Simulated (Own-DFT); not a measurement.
Simulation results for Hf$_{20}$Si$_{39}$ (HfSi2 crystal with one vacancy, atoms displaced)

All values are calculated (Own-DFT development build). A calculation, not a measurement: plane-wave density functional theory by an unreviewed code, no spin, of a simulated periodic cell, stress positive in tension, run twice, with PBE and with PBEsol, both on files made for PBE, so the change isn't that of files made for PBEsol, hafnium file: forces about 75 meV/angstrom off all-electron values; forces on such cells moved up to 12 meV/angstrom on a denser k mesh; the far tail of each file's local potential was reset to the Coulomb form; each entry is a single point on an unrelaxed cell, so the pressure reflects the starting lattice, taken from the Materials Project, from which strain is counted, and rises with the displacements; printed positions are rounded, which can move forces by about a meV/angstrom; the program, named Own-DFT, is a retired in-house code; no spin-orbit coupling; stress was not checked against mesh or cutoff.

```cif
# cell vector a (Å): -7.2972 7.0724 -1.7824
# cell vector b (Å): 3.6486 7.0873 5.7379
# cell vector c (Å): 3.6486 3.5213 -8.4115
data_Hf20Si39
_symmetry_space_group_name_H-M 'P 1'
_symmetry_Int_Tables_number 1
_cell_length_a 10.3172
_cell_length_b 9.8217
_cell_length_c 9.8217
_cell_angle_alpha 95.948
_cell_angle_beta 82.474
_cell_angle_gamma 82.474
_cell_volume 970.77
loop_
_atom_site_label
_atom_site_type_symbol
_atom_site_fract_x
_atom_site_fract_y
_atom_site_fract_z
_atom_site_occupancy
Hf1 Hf 0.53506 0.53432 0.74400 1
Hf2 Hf 0.27698 0.25406 0.03358 1
Si1 Si 0.41030 0.30295 0.79611 1
Si2 Si 0.38509 0.49099 0.99313 1
Si3 Si 0.26894 0.60126 0.71075 1
Si4 Si 0.51091 0.20979 0.09771 1
Hf3 Hf 0.73569 0.73516 0.94170 1
Hf4 Hf 0.48818 0.44398 0.22710 1
Si5 Si 0.63756 0.49513 0.00619 1
Si6 Si 0.57136 0.70122 0.21261 1
Si7 Si 0.46909 0.78258 0.89325 1
Si8 Si 0.72220 0.40589 0.30459 1
Hf5 Hf 0.92792 0.93941 0.17178 1
Hf6 Hf 0.69251 0.64414 0.43713 1
Si9 Si 0.82006 0.70212 0.19964 1
Si10 Si 0.78586 0.90501 0.40217 1
Si11 Si 0.67183 0.98572 0.09036 1
Si12 Si 0.92781 0.60928 0.48796 1
Hf7 Hf 0.03812 0.55383 0.76667 1
Hf8 Hf 0.77452 0.26074 0.05519 1
Si13 Si 0.91904 0.29823 0.79175 1
Si14 Si 0.85970 0.50295 0.99322 1
Si15 Si 0.76357 0.60200 0.70613 1
Hf9 Hf 0.22844 0.73448 0.95950 1
Hf10 Hf 0.97147 0.44175 0.22118 1
Si16 Si 0.12183 0.51075 0.00743 1
Si17 Si 0.07016 0.70899 0.20130 1
Si18 Si 0.98628 0.80237 0.90029 1
Si19 Si 0.22984 0.39824 0.28417 1
Hf11 Hf 0.43860 0.93274 0.15413 1
Hf12 Hf 0.17808 0.65654 0.44566 1
Si20 Si 0.32301 0.69569 0.18794 1
Si21 Si 0.27715 0.90031 0.41891 1
Si22 Si 0.17684 0.00587 0.10488 1
Si23 Si 0.41765 0.60781 0.48228 1
Hf13 Hf 0.63681 0.13129 0.33906 1
Hf14 Hf 0.37016 0.84395 0.66059 1
Si24 Si 0.51798 0.91127 0.39063 1
Si25 Si 0.47986 0.11629 0.60449 1
Si26 Si 0.37918 0.19759 0.31169 1
Si27 Si 0.61487 0.79766 0.69521 1
Hf15 Hf 0.83426 0.34832 0.54925 1
Hf16 Hf 0.58016 0.07539 0.85416 1
Si28 Si 0.72576 0.10467 0.58894 1
Si29 Si 0.68363 0.28510 0.80005 1
Si30 Si 0.57171 0.40880 0.50548 1
Si31 Si 0.82599 0.00176 0.89927 1
Hf17 Hf 0.12062 0.13860 0.37456 1
Hf18 Hf 0.85913 0.85120 0.64079 1
Si32 Si 0.01885 0.89564 0.39668 1
Si33 Si 0.98298 0.10740 0.58427 1
Si34 Si 0.86868 0.20420 0.30838 1
Si35 Si 0.13763 0.80410 0.68680 1
Hf19 Hf 0.31937 0.34847 0.56602 1
Hf20 Hf 0.07509 0.06371 0.85037 1
Si36 Si 0.23226 0.09119 0.59373 1
Si37 Si 0.16146 0.30972 0.79352 1
Si38 Si 0.07930 0.39199 0.49991 1
Si39 Si 0.33047 0.01566 0.90668 1
_calc_functional 'PBE, then PBEsol'
_calc_potential_files 'PseudoDojo norm-conserving, scalar-relativistic, standard set'
_calc_wave_cutoff 42  # hartree
_calc_occupations 'cold (Marzari-Vanderbilt)'
_calc_smearing_width 0.2  # eV
_calc_k_mesh '4 x 4 x 4 centred on Gamma'
_calc_PBE_pressure 4.75  # GPa
_calc_PBE_stress_xx -4.61  # GPa
_calc_PBE_stress_yy -5.18  # GPa
_calc_PBE_stress_zz -4.46  # GPa
_calc_PBE_stress_yz 0.3  # GPa
_calc_PBE_stress_xz 0.23  # GPa
_calc_PBE_stress_xy 0.48  # GPa
_calc_PBEsol_pressure 1.54  # GPa
_calc_PBEsol_stress_xx -1.7  # GPa
_calc_PBEsol_stress_yy -1.9  # GPa
_calc_PBEsol_stress_zz -1.03  # GPa
_calc_PBEsol_stress_yz 0.33  # GPa
_calc_PBEsol_stress_xz 0.22  # GPa
_calc_PBEsol_stress_xy 0.48  # GPa
_calc_rms_change_of_force_components_from_PBE_to_PBEsol 0.032  # eV/angstrom
```

Force:
```tsv
force element	PBE force x (eV/Å)	PBE force y (eV/Å)	PBE force z (eV/Å)	PBEsol force x (eV/Å)	PBEsol force y (eV/Å)	PBEsol force z (eV/Å)
Hf	2.109	-0.163	-0.78	2.101	-0.137	-0.715
Hf	1.468	0.428	-0.466	1.406	0.455	-0.485
Si	-0.376	0.714	-0.469	-0.372	0.716	-0.469
Si	0.379	0.102	0.243	0.373	0.101	0.233
Si	-2.388	0.535	-0.069	-2.379	0.518	-0.134
Si	-2.038	0.068	-0.703	-2.039	0.077	-0.633
Hf	2.196	0.852	-0.083	2.171	0.85	-0.05
Hf	2.763	1.092	-0.883	2.726	1.077	-0.903
Si	0.77	-1.102	1.442	0.792	-1.121	1.412
Si	-0.756	-0.33	0.311	-0.755	-0.344	0.306
Si	0.14	1.566	-0.791	0.161	1.502	-0.838
Si	-1.057	-0.643	-0.004	-1.057	-0.614	0.078
Hf	-0.195	-0.308	3.279	-0.184	-0.323	3.221
Hf	2.85	-0.064	0.571	2.813	-0.082	0.515
Si	-0.697	-0.029	0.097	-0.695	-0.022	0.092
Si	0.733	-1.388	-0.202	0.731	-1.397	-0.182
Si	-0.077	1.219	-0.318	-0.041	1.182	-0.368
Si	-1.049	-0.147	-0.799	-1.022	-0.137	-0.744
Hf	1.186	-2.974	1.602	1.162	-2.922	1.612
Hf	-0.744	-1.149	-0.042	-0.694	-1.156	-0.037
Si	-0.154	0.79	-0.655	-0.162	0.792	-0.641
Si	-1.808	1.199	-0.966	-1.82	1.229	-0.951
Si	-3.072	0.279	0.159	-3.056	0.26	0.108
Hf	0.957	1.042	1.324	0.939	1.026	1.338
Hf	0.887	1.351	-1.417	0.923	1.34	-1.426
Si	-0.814	-0.816	-0.256	-0.812	-0.807	-0.229
Si	-0.842	-0.586	-0.95	-0.83	-0.577	-0.918
Si	0.684	-0.081	0.087	0.664	-0.094	0.018
Si	0.887	-0.1	-0.123	0.875	-0.075	-0.058
Hf	1.806	-0.989	1.451	1.786	-0.953	1.449
Hf	-0.064	-1.455	0.437	-0.059	-1.431	0.388
Si	-0.023	0.501	-1.145	-0.015	0.504	-1.118
Si	-0.872	-0.787	0.828	-0.865	-0.838	0.818
Si	0.51	-0.033	0.298	0.535	-0.053	0.233
Si	-0.971	0.852	-0.887	-0.935	0.842	-0.829
Hf	2.189	0.516	0	2.169	0.516	0.021
Hf	-0.666	1.514	2.149	-0.651	1.465	2.087
Si	-0.268	0.231	-1.903	-0.286	0.267	-1.849
Si	-0.533	-0.794	-0.373	-0.528	-0.79	-0.351
Si	-0.099	-0.732	-0.071	-0.101	-0.73	-0.142
Si	-0.164	0.892	0.553	-0.171	0.891	0.615
Hf	1.342	-0.413	-0.265	1.323	-0.417	-0.23
Hf	-0.908	-3.272	-0.104	-0.895	-3.24	-0.131
Si	0.046	0.181	-0.641	0.032	0.191	-0.63
Si	0.753	1.195	1.412	0.784	1.158	1.381
Si	-1.036	-1.319	0.234	-1.02	-1.299	0.158
Si	-0.514	0.751	0.122	-0.51	0.751	0.193
Hf	-2.519	0.192	3.285	-2.474	0.205	3.22
Hf	-0.628	2.153	-0.685	-0.633	2.107	-0.712
Si	-0.234	1.107	-1.198	-0.247	1.123	-1.178
Si	1.691	-0.651	-2.778	1.663	-0.633	-2.706
Si	-2.253	0.146	0.715	-2.257	0.126	0.641
Si	2.955	-0.598	0.187	2.917	-0.57	0.245
Hf	-1.125	-0.169	1.526	-1.113	-0.165	1.526
Hf	-0.652	-0.407	-0.226	-0.675	-0.428	-0.238
Si	1.077	0.911	-0.765	1.097	0.927	-0.751
Si	-0.32	0.078	-1.483	-0.323	0.09	-1.444
Si	0.747	0.819	0.48	0.738	0.791	0.411
Si	-1.207	-1.781	-0.295	-1.208	-1.723	-0.232
```
